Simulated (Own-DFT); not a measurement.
Si$_{3}$N$_{4}$ (beta silicon nitride, atoms displaced) (calculated)

All values are calculated (Own-DFT development build). A calculation, not a measurement: plane-wave PBE density functional theory by an unreviewed code, no spin, of a simulated periodic cell, stress positive in tension, free energy of the whole cell less one offset for each atom, forces on such cells passed a denser k mesh, this cell's mesh not checked; offsets are fitted by least squares, one for each functional and potential file, so energies compare only between cells with the same atoms and settings and are not formation energies; the far tail of each file's local potential was reset to the Coulomb form; each entry is a single point on an unrelaxed cell, so the pressure reflects the starting lattice, mostly measured values (interpolated for alloys), from which strain is counted, and rises with the displacements; printed positions are rounded, which can move forces by about a meV/angstrom; the program, named Own-DFT, is a retired in-house code; no spin-orbit coupling.

Common to all runs: functional PBE; potential files PseudoDojo norm-conserving, scalar-relativistic, standard set; wave cutoff 42 hartree; occupations Fermi-Dirac; smearing width 0.1 eV; k mesh 3 x 3 x 3 centred on Gamma.

(1) Si$_{3}$N$_{4}$ (beta silicon nitride, atoms displaced)

```
cell vectors (Å)
   7.6060     0.0000     0.0000
  -3.8030     6.5870     0.0000
   0.0000     0.0000     8.7270
atoms (fractions of the cell vectors)
Si  0.17514  0.76285  0.08338
Si  0.23313  0.40580  0.08626
Si  0.59134  0.82549  0.07670
Si  0.83368  0.22904  0.25242
Si  0.78046  0.60691  0.25085
Si  0.40947  0.17782  0.25344
N   0.33621  0.03660  0.07971
N   0.96229  0.30073  0.08115
N   0.69389  0.67450  0.09050
N   0.65599  0.96079  0.25169
N   0.03325  0.69977  0.24923
N   0.28372  0.33378  0.24743
N   0.32000  0.65499  0.08192
N   0.65892  0.32426  0.25659
Si  0.16617  0.76294  0.42491
Si  0.22886  0.40654  0.42601
Si  0.59398  0.82323  0.42263
Si  0.82736  0.24090  0.57839
Si  0.76872  0.60244  0.58665
Si  0.40536  0.18526  0.58978
N   0.33005  0.02813  0.41868
N   0.97254  0.30401  0.41233
N   0.68664  0.68078  0.41590
N   0.67604  0.96906  0.58194
N   0.03411  0.69201  0.57444
N   0.31290  0.34228  0.59001
N   0.32201  0.67270  0.41133
N   0.67181  0.33155  0.58897
Si  0.16124  0.77147  0.74528
Si  0.22727  0.39624  0.75441
Si  0.59784  0.82009  0.74903
Si  0.81395  0.21293  0.90740
Si  0.76804  0.59516  0.90761
Si  0.40783  0.17021  0.91516
N   0.32642  0.02534  0.75465
N   0.96803  0.31087  0.74212
N   0.69695  0.67972  0.75313
N   0.67452  0.97805  0.92067
N   0.03195  0.69661  0.90547
N   0.29278  0.32585  0.90243
N   0.33438  0.66516  0.74525
N   0.66688  0.34037  0.90708
```

| Item | Value |
| --- | --- |
| free energy of cell above offsets | -2.290 eV |
| pressure | 8.77 GPa |
| stress xx | -10.61 GPa |
| stress yy | -6.93 GPa |
| stress zz | -8.79 GPa |
| stress yz | 2.74 GPa |
| stress xz | -0.42 GPa |
| stress xy | 2.9 GPa |

Force:
```tsv
element	x (eV/Å)	y (eV/Å)	z (eV/Å)
Si	-0.918	1.313	-1.089
Si	-2.157	-1.183	-3.211
Si	-1.539	-0.226	3.148
Si	-2.683	-1.488	-1.968
Si	-2.139	-2.334	0.183
Si	-1.957	-0.95	-0.362
N	-0.365	-1.802	1.289
N	0.818	-0.149	-0.962
N	2.249	-1.207	-2.549
N	0.639	1.418	-0.496
N	-0.532	0.331	0.453
N	3.65	-2.047	3.037
N	1.966	2.533	-0.627
N	1.937	3.546	-0.066
Si	2.188	3.158	-5.348
Si	0.238	1.952	-2.136
Si	-5.995	2.875	-1.876
Si	1.391	-2.203	-0.073
Si	-0.177	-1.294	-1.652
Si	2.458	-2.762	-1.188
N	-0.959	0.965	1.022
N	-0.063	-0.277	1.982
N	7.336	-4.789	0.789
N	0.006	1.348	1.342
N	-4.89	-1.293	4.556
N	-1.084	0.042	-1.238
N	3.5	-1.811	0.907
N	-3.436	2.38	-0.298
Si	4.597	-0.657	-0.547
Si	-3.157	3.563	-2.899
Si	-5.46	3.051	-0.471
Si	0.565	7.761	1.14
Si	0.379	0.076	3.271
Si	-0.892	1.597	0.101
N	-0.231	1.054	-1.892
N	0.689	-0.93	1.072
N	4.409	-2.453	-1.018
N	-0.493	-5.874	-1.853
N	-2.043	-0.335	2.913
N	2.515	-1.557	6.014
N	-0.772	0.307	0.328
N	0.412	-1.649	0.271
```

(2) Si$_{3}$N$_{4}$ (beta silicon nitride, atoms displaced)

```
cell vectors (Å)
   7.6060     0.0000     0.0000
  -3.8030     6.5870     0.0000
   0.0000     0.0000     8.7270
atoms (fractions of the cell vectors)
Si  0.17705  0.77316  0.07606
Si  0.22226  0.40635  0.08869
Si  0.59364  0.82119  0.08443
Si  0.83556  0.23539  0.24730
Si  0.77402  0.59277  0.24512
Si  0.39445  0.15661  0.25216
N   0.33578  0.02959  0.09315
N   0.97058  0.30401  0.08548
N   0.69596  0.67673  0.08782
N   0.67641  0.96291  0.24765
N   0.02168  0.69532  0.25421
N   0.31268  0.34952  0.25313
N   0.32973  0.66390  0.08192
N   0.66393  0.32973  0.25166
Si  0.18208  0.76599  0.42881
Si  0.24240  0.41416  0.40999
Si  0.58698  0.82897  0.40881
Si  0.83696  0.23562  0.59661
Si  0.77499  0.59930  0.58984
Si  0.39196  0.16924  0.58375
N   0.33716  0.03173  0.41992
N   0.97353  0.30068  0.41497
N   0.70681  0.67134  0.41381
N   0.68166  0.97887  0.57163
N   0.04030  0.69792  0.57198
N   0.30544  0.34196  0.57625
N   0.32963  0.66965  0.42162
N   0.67974  0.32822  0.59372
Si  0.18655  0.77052  0.74765
Si  0.21676  0.39598  0.74671
Si  0.59179  0.82018  0.74195
Si  0.82577  0.22128  0.91934
Si  0.77323  0.59918  0.91392
Si  0.40899  0.18391  0.92103
N   0.33322  0.02523  0.73988
N   0.97331  0.30105  0.76165
N   0.69522  0.67459  0.74656
N   0.67082  0.96710  0.91623
N   0.03884  0.70316  0.91790
N   0.31307  0.33487  0.91388
N   0.34827  0.67624  0.74656
N   0.67039  0.33713  0.91427
```

| Quantity | Value |
| --- | --- |
| free energy of cell above offsets | -2.923 eV |
| pressure | 8.48 GPa |
| stress xx | -10.61 GPa |
| stress yy | -6.83 GPa |
| stress zz | -7.99 GPa |
| stress yz | 0.42 GPa |
| stress xz | 1.78 GPa |
| stress xy | -0.23 GPa |

Force:
```tsv
element	x (eV/Å)	y (eV/Å)	z (eV/Å)
Si	0.13	-1.156	4.075
Si	2.992	0.564	-1.079
Si	-1.686	0.955	-0.596
Si	-2.727	-1.105	2.668
Si	-2.373	-0.971	1.791
Si	0.924	5.021	1.739
N	-0.599	-0.59	-3.935
N	-0.01	-0.67	-1.56
N	3.557	-2.225	-2.139
N	-0.649	2.215	-1.012
N	4.088	2.1	-1.207
N	1.643	-2.429	-2.505
N	-0.109	0.861	-0.139
N	0.167	-0.875	-0.522
Si	-1.55	1.782	-6.369
Si	-2.549	-0.188	1.675
Si	2.935	-0.748	1.651
Si	-0.727	-0.812	-4.193
Si	0.116	-1.671	-3.315
Si	2.847	2.706	-0.636
N	-0.617	-1.374	-0.035
N	1.107	0.47	1.019
N	-1.185	0.164	1.158
N	-0.095	-1.618	2.31
N	-3.004	-1.287	6.945
N	0.206	-1.11	1.856
N	2.794	-0.327	-0.554
N	-3.658	1.793	-0.004
Si	-0.994	-0.722	-0.513
Si	4.752	2.889	0.441
Si	0.823	4.175	-0.286
Si	-2.204	0.879	1.188
Si	-1.068	-0.05	1.101
Si	2.29	-1.902	-0.803
N	-0.728	1.131	3.264
N	-0.645	-0.503	-0.676
N	3.164	-1.221	1.143
N	-0.062	-0.63	-0.525
N	-1.42	-0.345	-2.57
N	-3.636	1.079	0.498
N	-3.088	-3.922	0.261
N	0.848	-0.329	0.391
```

(3) Si$_{3}$N$_{4}$ (beta silicon nitride, atoms displaced)

```
cell vectors (Å)
   7.6060     0.0000     0.0000
  -3.8030     6.5870     0.0000
   0.0000     0.0000     8.7270
atoms (fractions of the cell vectors)
Si  0.17384  0.77527  0.08310
Si  0.23501  0.40197  0.08135
Si  0.60459  0.83574  0.08110
Si  0.82602  0.22362  0.25618
Si  0.75976  0.58688  0.24496
Si  0.39504  0.16625  0.25339
N   0.32726  0.02018  0.08822
N   0.96128  0.29094  0.08154
N   0.69452  0.66238  0.08188
N   0.67469  0.97149  0.24951
N   0.03493  0.70794  0.24385
N   0.30538  0.33850  0.25757
N   0.33401  0.66873  0.07988
N   0.65539  0.32648  0.24162
Si  0.16270  0.76182  0.41303
Si  0.22797  0.40707  0.41653
Si  0.58959  0.81925  0.41470
Si  0.82302  0.23161  0.58304
Si  0.77674  0.61211  0.58977
Si  0.40089  0.17782  0.57751
N   0.33491  0.02388  0.41333
N   0.96873  0.29654  0.41658
N   0.68321  0.67088  0.41706
N   0.65807  0.94929  0.57562
N   0.02946  0.70454  0.57597
N   0.29660  0.33524  0.58957
N   0.33461  0.67876  0.41806
N   0.65712  0.32655  0.57952
Si  0.16585  0.76227  0.75022
Si  0.22514  0.39654  0.74125
Si  0.59441  0.82139  0.76314
Si  0.82775  0.23710  0.91400
Si  0.77203  0.59927  0.92030
Si  0.40356  0.18550  0.92723
N   0.31757  0.02513  0.75156
N   0.95830  0.29686  0.75506
N   0.70824  0.66936  0.74895
N   0.67283  0.97222  0.91647
N   0.02328  0.69100  0.91129
N   0.30181  0.32982  0.90551
N   0.33667  0.67591  0.74415
N   0.67005  0.34526  0.91754
```

| Quantity | Value |
| --- | --- |
| free energy of cell above offsets | -3.812 eV |
| pressure | 7.67 GPa |
| stress xx | -7.44 GPa |
| stress yy | -5.28 GPa |
| stress zz | -10.29 GPa |
| stress yz | -0.79 GPa |
| stress xz | 2.71 GPa |
| stress xy | 0.68 GPa |

Force:
```tsv
element	x (eV/Å)	y (eV/Å)	z (eV/Å)
Si	1.251	-3.348	-1.859
Si	-1.841	1.389	-0.081
Si	-1.327	-1.774	1.126
Si	-1.898	1.298	-2.335
Si	0.353	0.16	1.969
Si	0.968	0.822	-0.206
N	-0.518	4.082	-0.916
N	2.042	0.87	0.956
N	-1.102	1.433	-0.077
N	0.03	-1.274	0.041
N	-2.751	-1.679	1.033
N	0.258	-1.124	-2.039
N	0.555	-0.169	0.042
N	1.591	0.196	0.716
Si	2.021	1.405	-0.388
Si	0.104	2.347	0.926
Si	-2.233	1.835	-0.78
Si	-1.49	-2.527	0.057
Si	-0.503	-3.172	-3.995
Si	0.727	-2.019	1.879
N	-1.318	0.452	1.044
N	0.112	0.421	0.982
N	5.255	-3.178	-0.584
N	0.792	4.221	3.79
N	-0.357	-0.53	1.491
N	1.461	-1.386	-4.592
N	-1.012	-3.42	-0.574
N	0.934	2.441	0.107
Si	1.442	1.751	-0.992
Si	-2.606	3.174	3.73
Si	-0.528	-0.083	-4.561
Si	-2.276	-0.452	2.229
Si	-0.202	-0.763	-1.161
Si	3.169	-2.881	-2.706
N	-0.004	1.611	0.189
N	2.395	1.045	-3.087
N	-2.253	1.445	3.027
N	0.206	0.987	0.508
N	1.029	0.949	1.874
N	-2.105	1.16	2.378
N	-0.233	-3.136	0.673
N	-0.139	-2.58	0.166
```

(4) Si$_{3}$N$_{4}$ (beta silicon nitride, atoms displaced)

```
cell vectors (Å)
   7.6060     0.0000     0.0000
  -3.8030     6.5870     0.0000
   0.0000     0.0000     8.7270
atoms (fractions of the cell vectors)
Si  0.16783  0.76514  0.09080
Si  0.23927  0.40295  0.08410
Si  0.59120  0.83275  0.07360
Si  0.83484  0.24588  0.25839
Si  0.78360  0.60703  0.25163
Si  0.40164  0.17777  0.25472
N   0.33629  0.03100  0.08883
N   0.96651  0.29168  0.07983
N   0.70058  0.67281  0.08816
N   0.66569  0.97103  0.24288
N   0.03104  0.69027  0.24688
N   0.28970  0.31784  0.24268
N   0.34172  0.67407  0.07360
N   0.66986  0.33399  0.24715
Si  0.17495  0.77416  0.41948
Si  0.23574  0.41353  0.41102
Si  0.59164  0.82774  0.41154
Si  0.80969  0.21990  0.58072
Si  0.76119  0.58907  0.58861
Si  0.40946  0.18271  0.58635
N   0.32947  0.03282  0.41106
N   0.97333  0.31263  0.41772
N   0.68792  0.66173  0.42978
N   0.65813  0.95326  0.57678
N   0.02920  0.69572  0.57023
N   0.30057  0.33124  0.58948
N   0.32156  0.64954  0.41091
N   0.65783  0.32537  0.58722
Si  0.17934  0.77278  0.74438
Si  0.23334  0.40568  0.75491
Si  0.59693  0.82150  0.74876
Si  0.84351  0.23893  0.91974
Si  0.77077  0.59813  0.91062
Si  0.40382  0.16589  0.91326
N   0.33221  0.03467  0.74409
N   0.98578  0.31190  0.75415
N   0.69507  0.66408  0.74669
N   0.66754  0.96454  0.91420
N   0.03247  0.69429  0.91392
N   0.29732  0.33856  0.91899
N   0.32554  0.66443  0.74672
N   0.66189  0.33053  0.91986
```

| Property | Result |
| --- | --- |
| free energy of cell above offsets | -3.751 eV |
| pressure | 7.77 GPa |
| stress xx | -7.67 GPa |
| stress yy | -5.81 GPa |
| stress zz | -9.82 GPa |
| stress yz | 1.62 GPa |
| stress xz | 0.01 GPa |
| stress xy | -0.12 GPa |

Force:
```tsv
element	x (eV/Å)	y (eV/Å)	z (eV/Å)
Si	2.766	1.194	-3.739
Si	-2.889	2.164	-0.873
Si	1.571	-1.03	2.797
Si	-0.922	-2.367	-3.228
Si	-3.267	-2.478	0.507
Si	2.827	0.147	-2.349
N	-0.865	-0.753	-1.157
N	2.256	1.586	3.584
N	0.305	0.347	-1.412
N	0.49	0.893	1.73
N	0.24	0.71	2.529
N	-0.572	0.887	2.73
N	-2.17	-2.381	0.951
N	-1.388	1.39	0.842
Si	1.754	-0.827	-2.573
Si	0.92	-4.586	1.626
Si	-0.284	-2.151	-1.997
Si	2.499	1.178	1.093
Si	1.686	-0.321	-1.86
Si	-1.887	-1.517	-1.639
N	-0.019	-0.37	2.649
N	0.092	-1.032	1.547
N	0.714	0.367	-3.101
N	0.098	2.985	1.733
N	-1.698	-0.289	3.884
N	-0.268	0.173	-1.869
N	-0.35	6.72	-0.091
N	1.872	1.606	-0.087
Si	-0.895	-0.995	0.236
Si	0.45	1.451	-1.28
Si	-2.331	-0.304	0.008
Si	-3.462	-1.225	-2.165
Si	0.256	-1.39	2.861
Si	-0.429	1.575	1.946
N	-0.275	-1.449	0.83
N	-4.035	-2.717	-1.673
N	0.095	0.409	1.17
N	0.628	2.53	-2.428
N	-0.66	0.694	-0.072
N	3.35	-2.333	-0.793
N	2.439	0.96	-0.165
N	1.361	0.548	-0.701
```
